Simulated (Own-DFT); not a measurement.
# Strain and stress in bcc W, 16 atoms (W16)

These are calculations, not measurements. The program, named Own-DFT, is a retired in-house plane-wave density functional code that no person has reviewed. Each row is one single-point run on a periodic cell that was not relaxed, without spin or spin-orbit coupling.

Settings of every run: PBE; PseudoDojo norm-conserving scalar-relativistic files; cutoff 50 hartree; 5 x 5 x 5 k mesh centred on Gamma; cold (Marzari-Vanderbilt) smearing of 0.2 eV.

Known limits: forces on such cells failed a check on a denser k mesh; stress not checked against mesh or cutoff.

Unstrained cell vectors in Å: (6.330, 0.000, 0.000); (0.000, 6.330, 0.000); (0.000, 0.000, 6.330). The unstrained cell has measured lattice constants (interpolated for alloys), not those of this functional. That, the random moves and any unrelaxed bonds set the pressure at no strain. Each run strains this cell uniformly, with the atoms carried along. Every atom was also moved at random, by a Gaussian of width 0.05 Å on each axis. Strain is the symmetric tensor, in per cent. Stress is positive in tension, and the pressure is minus a third of its trace.

```
run,e_xx (%),e_yy (%),e_zz (%),e_yz (%),e_xz (%),e_xy (%),s_xx (GPa),s_yy (GPa),s_zz (GPa),s_yz (GPa),s_xz (GPa),s_xy (GPa),P (GPa),E (meV/atom)
1,0.83,0.42,1.46,-0.87,-1.69,0.15,0.39,-1.90,1.68,-2.32,-4.83,0.27,-0.06,40.9
2,0.44,-1.32,1.98,-0.94,0.71,0.96,-3.19,-9.62,1.33,-3.00,2.32,3.39,3.83,16.9
3,0.15,0.95,1.12,0.46,-1.16,0.37,-2.29,0.51,0.91,1.17,-3.37,1.08,0.29,10.0
4,-1.70,-0.23,-1.15,-1.69,0.82,-0.94,-21.85,-15.80,-19.19,-5.92,2.27,-3.12,18.95,82.5
5,-1.72,-1.17,1.20,-1.09,1.16,0.75,-18.97,-17.24,-8.74,-3.81,3.99,2.68,14.98,90.4
6,-0.34,0.89,0.08,1.30,-1.85,-0.25,-7.99,-3.85,-6.28,3.78,-5.73,-0.41,6.04,42.1
7,1.44,0.87,1.02,-1.65,1.37,-0.47,3.69,2.35,2.64,-4.34,3.58,-0.77,-2.90,3.0
8,-0.55,0.32,-0.08,0.30,-0.69,-0.62,-10.01,-6.76,-8.39,0.61,-2.07,-2.04,8.39,16.1
9,-1.83,-1.61,1.51,-0.24,1.03,-1.32,-18.28,-17.39,-6.86,-0.10,3.27,-4.15,14.17,43.8
10,1.07,-0.90,-0.64,-1.02,0.09,1.08,-4.13,-10.87,-10.20,-3.23,0.32,3.44,8.40,0.0
11,-0.38,-1.08,-0.72,-0.60,-1.40,-0.38,-13.82,-16.46,-14.77,-1.91,-4.90,-1.55,15.02,40.5
12,0.91,-0.65,0.97,-0.72,-1.90,1.88,-1.92,-7.68,-1.62,-0.90,-5.61,5.52,3.74,18.9
13,1.35,0.43,0.53,-1.07,-0.67,-1.42,1.32,-1.78,-0.93,-3.49,-2.25,-4.34,0.46,20.3
14,1.80,0.99,0.97,1.34,-1.35,1.30,5.31,2.58,2.93,4.10,-4.18,4.14,-3.61,25.7
15,1.32,1.43,0.97,1.79,0.33,0.29,?,?,?,?,?,?,?,?
```

E is the free energy for each atom above the lowest run shown.

## Worked fit

Each stress component was fitted by least squares to a constant and the strains of the runs shown, as fractions, with shears doubled. Shear strains stay in the fit of a normal stress only where such slopes are resolved. The slopes, in GPa:

| stress | at no strain | per e_xx | per e_yy | per e_zz | scatter |
|---|---|---|---|---|---|
| s_xx | -8.1 | 594 ± 21 | 173 ± 26 | 209 ± 23 | 0.77 |
| s_yy | -8.0 | 237 ± 22 | 533 ± 27 | 190 ± 24 | 0.80 |
| s_zz | -7.9 | 242 ± 16 | 190 ± 20 | 529 ± 18 | 0.60 |

Each shear stress against twice its own strain: yz 148 ± 12, xz 150 ± 4, xy 157 ± 4 GPa. These are stiffnesses along x, y and z of the frame in which the cell vectors are given, which need not be the crystal's axes. The atoms are held to the strained lattice; where symmetry lets them move under strain, relaxing them would lower some slopes. The table should be nearly symmetric about its diagonal, and what it lacks of that shows the noise. A ninth of its sum, 322 ± 9 GPa, estimates the bulk modulus near the mean pressure of these runs, 6.3 GPa, so it lies above the value at zero pressure.

## Withheld run

Question: what normal stresses and pressure should run 15 give?

The fit gives s_xx = 4.2, s_yy = 4.6, s_zz = 3.1 and P = -4.0 GPa. The calculation gave 3.82, 4.51, 2.34 and P = -3.56 GPa.
